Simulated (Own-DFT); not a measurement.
Simulation results for Si$_{7}$Ge (layered order of Si and Ge on the diamond lattice, atoms displaced)

A calculation, not a measurement: plane-wave density functional theory by an unreviewed code, no spin, of a simulated periodic cell, stress positive in tension, run twice, with PBE and with PBEsol, both on files made for PBE, so the change isn't that of files made for PBEsol, forces on such cells passed a denser k mesh, this cell's mesh not checked; the far tail of each file's local potential was reset to the Coulomb form; each entry is a single point on an unrelaxed cell, so the pressure reflects the starting lattice, mostly measured values (interpolated for alloys), from which strain is counted, and rises with the displacements; printed positions are rounded, which can move forces by about a meV/angstrom; the program, named Own-DFT, is a retired in-house code; no spin-orbit coupling; stress was not checked against mesh or cutoff. Program: Own-DFT development build.

### Si$_{7}$Ge (layered order of Si and Ge on the diamond lattice, atoms displaced)

```xyz
64
Lattice="10.9187 0.0000 0.0000 0.0000 10.9187 0.0000 0.0000 0.0000 10.9187" Properties=species:S:1:pos:R:3 Si7Ge
Ge     0.0473     0.0811     0.0507
Si     0.0306     2.7037     2.6503
Si     2.7652    10.8973     2.7134
Ge     2.7485     2.7559     0.0080
Si     1.4439     1.3955     1.3854
Si     1.3117     4.1244     4.0465
Si     4.1522     1.2490     4.1721
Si     4.2238     3.9882     1.4263
Si    10.8246     0.0046     5.4554
Si    10.8931     2.6730     8.1713
Si     2.7150    10.8562     8.2208
Si     2.6995     2.7471     5.4792
Si     1.3995     1.4228     6.7922
Si     1.4030     4.1246     9.3685
Si     4.0901     1.4480     9.4793
Si     4.0513     3.9932     6.7753
Ge    10.8439     5.5776     0.0192
Si    10.9055     8.1344     2.7375
Si     2.8015     5.4035     2.6569
Ge     2.7850     8.1840     0.0121
Si     1.3192     6.7681     1.3424
Si     1.3465     9.5490     3.9001
Si     4.0572     6.8775     4.0738
Si     3.9680     9.4856     1.3870
Si    10.8987     5.4849     5.4018
Si     0.0440     8.1874     8.3044
Si     2.7136     5.3667     8.2093
Si     2.6410     8.3101     5.4609
Si     1.3393     6.8610     6.8106
Si     1.3166     9.5906     9.4908
Si     4.1211     6.8529     9.6404
Si     4.1105     9.5602     6.8214
Ge     5.4091     0.0235    10.8898
Si     5.4439     2.7629     2.7116
Si     8.0632     0.0120     2.7205
Ge     8.1212     2.7730    10.8562
Si     6.8053     1.3073     1.3373
Si     6.7757     4.0822     4.0331
Si     9.6292     1.2730     4.0084
Si     9.6026     4.2216     1.4550
Si     5.4740    10.8638     5.4929
Si     5.4547     2.7582     8.2738
Si     8.2306    10.9130     8.0441
Si     8.0727     2.5654     5.4175
Si     6.7623     1.5145     6.8064
Si     6.8405     4.2239     9.5678
Si     9.5770     1.4721     9.4502
Si     9.6154     4.1137     6.8626
Ge     5.4218     5.3143     0.1206
Si     5.5267     8.1999     2.6222
Si     8.1286     5.3765     2.8015
Ge     8.2722     8.1536    10.7491
Si     6.8138     6.7968     1.3850
Si     6.8428     9.7049     4.1736
Si     9.4727     6.7887     4.0769
Si     9.4960     9.5757     1.2721
Si     5.4664     5.4848     5.5359
Si     5.5729     8.3120     8.1985
Si     8.1615     5.5462     8.2763
Si     8.2128     8.2082     5.4336
Si     6.8775     6.8364     6.8711
Si     6.8062     9.4677     9.4879
Si     9.6796     6.8143     9.5406
Si     9.6018     9.6309     6.9374
```

Settings of this run: functional PBE, then PBEsol, potential files PseudoDojo norm-conserving, scalar-relativistic, standard set, wave cutoff 42 hartree, occupations Fermi-Dirac, smearing width 0.1 eV and k mesh 3 x 3 x 3 centred on Gamma.

It finds PBE pressure 3.07 GPa; PBE stress xx -3.2 GPa; PBE stress yy -2.9 GPa; PBE stress zz -3.1 GPa; PBE stress yz 0.51 GPa; PBE stress xz 0.61 GPa; PBE stress xy -0.8 GPa; PBEsol pressure 1.56 GPa; PBEsol stress xx -1.7 GPa; PBEsol stress yy -1.4 GPa; PBEsol stress zz -1.58 GPa; PBEsol stress yz 0.52 GPa; PBEsol stress xz 0.63 GPa; PBEsol stress xy -0.81 GPa; rms change of force components from PBE to PBEsol 0.033 eV/Å.

Force:
```csv
force element,PBE force x (eV/Å),PBE force y (eV/Å),PBE force z (eV/Å),PBEsol force x (eV/Å),PBEsol force y (eV/Å),PBEsol force z (eV/Å)
Ge,-0.675,-0.027,-0.882,-0.657,-0.029,-0.86
Si,-0.216,0.444,0.721,-0.219,0.432,0.7
Si,-0.006,0.688,0.266,0.003,0.701,0.262
Ge,-0.043,0.592,-0.621,-0.036,0.577,-0.605
Si,0.125,-0.239,0.23,0.135,-0.238,0.126
Si,0.804,-0.368,-0.034,0.79,-0.357,-0.041
Si,-0.761,1.286,-0.757,-0.746,1.276,-0.748
Si,-2.726,0.358,-0.218,-2.697,0.382,-0.342
Si,1.888,-0.368,-0.159,1.869,-0.376,-0.142
Si,1.288,1.221,-0.913,1.284,1.2,-0.904
Si,0.418,1.264,-0.982,0.417,1.248,-0.962
Si,-0.025,-0.425,-1.525,-0.031,-0.415,-1.534
Si,-0.649,-1.353,0.317,-0.633,-1.345,0.32
Si,-1.967,-1.233,2.58,-1.962,-1.246,2.629
Si,-0.578,-1.297,0.546,-0.593,-1.281,0.628
Si,0.935,1.115,0.938,0.933,1.089,0.927
Ge,1.45,-2.262,-0.294,1.409,-2.205,-0.282
Si,-0.85,-0.074,-0.971,-0.856,-0.084,-0.964
Si,-0.532,0.32,0.508,-0.515,0.311,0.484
Ge,-2.17,-0.237,-0.624,-2.123,-0.236,-0.609
Si,1.298,0.795,0.861,1.27,0.773,0.758
Si,-0.538,0.499,2.021,-0.534,0.505,1.98
Si,0.443,-0.006,0.267,0.433,0.003,0.259
Si,2.068,0.992,0.262,2.021,0.949,0.16
Si,-0.088,0.117,0.602,-0.085,0.118,0.594
Si,-0.182,0.073,-1.847,-0.184,0.062,-1.824
Si,1.701,2.407,-1.605,1.714,2.404,-1.595
Si,0.485,-0.698,-0.534,0.468,-0.672,-0.525
Si,0.286,-0.347,0.174,0.283,-0.349,0.178
Si,0.839,-0.081,1.565,0.818,-0.062,1.643
Si,0.681,-0.966,-1.465,0.669,-0.938,-1.362
Si,-0.345,-0.224,0.307,-0.343,-0.229,0.306
Ge,-0.316,-0.915,-0.182,-0.311,-0.894,-0.175
Si,0.965,-2.463,1.255,0.965,-2.467,1.254
Si,1.821,-0.094,-0.389,1.802,-0.096,-0.388
Ge,1.108,-0.008,0.879,1.074,-0.008,0.857
Si,-0.339,1.198,0.155,-0.352,1.19,0.047
Si,-0.223,-0.399,1.765,-0.236,-0.39,1.754
Si,-1.479,0.804,-0.083,-1.451,0.8,-0.104
Si,-0.833,-1.444,-0.657,-0.795,-1.394,-0.733
Si,-0.137,1.118,1.112,-0.127,1.101,1.127
Si,0.407,1.083,-0.964,0.416,1.089,-0.927
Si,-1.677,1.509,1.798,-1.687,1.506,1.785
Si,2.178,2.188,-1.245,2.174,2.153,-1.255
Si,-0.559,-2.227,1.036,-0.582,-2.198,1.046
Si,-0.662,-0.867,-0.386,-0.664,-0.86,-0.278
Si,-1.086,-1.675,1.12,-1.104,-1.666,1.201
Si,-1.423,-0.245,-0.617,-1.412,-0.235,-0.606
Ge,0.644,2.165,-1.114,0.632,2.111,-1.086
Si,-0.734,0.731,1.667,-0.717,0.737,1.647
Si,0.326,1.212,-0.72,0.314,1.197,-0.72
Ge,-0.966,-0.079,1.331,-0.941,-0.08,1.292
Si,1.085,-0.28,-0.545,1.078,-0.299,-0.632
Si,-0.048,-2.249,-0.892,-0.045,-2.225,-0.876
Si,0.382,0.304,0.072,0.374,0.297,0.056
Si,0.146,-0.195,1.278,0.15,-0.193,1.173
Si,-0.401,-0.182,-0.758,-0.393,-0.179,-0.741
Si,-2.291,-2.562,-1.349,-2.289,-2.548,-1.351
Si,1.394,-0.427,-0.946,1.386,-0.415,-0.923
Si,0.113,0.483,0.758,0.113,0.487,0.751
Si,-0.361,0.58,-0.49,-0.352,0.578,-0.488
Si,1.615,2.789,1.064,1.639,2.777,1.169
Si,-1.539,0.252,-1.177,-1.513,0.225,-1.052
Si,0.533,-2.07,-1.508,0.553,-2.073,-1.482
```
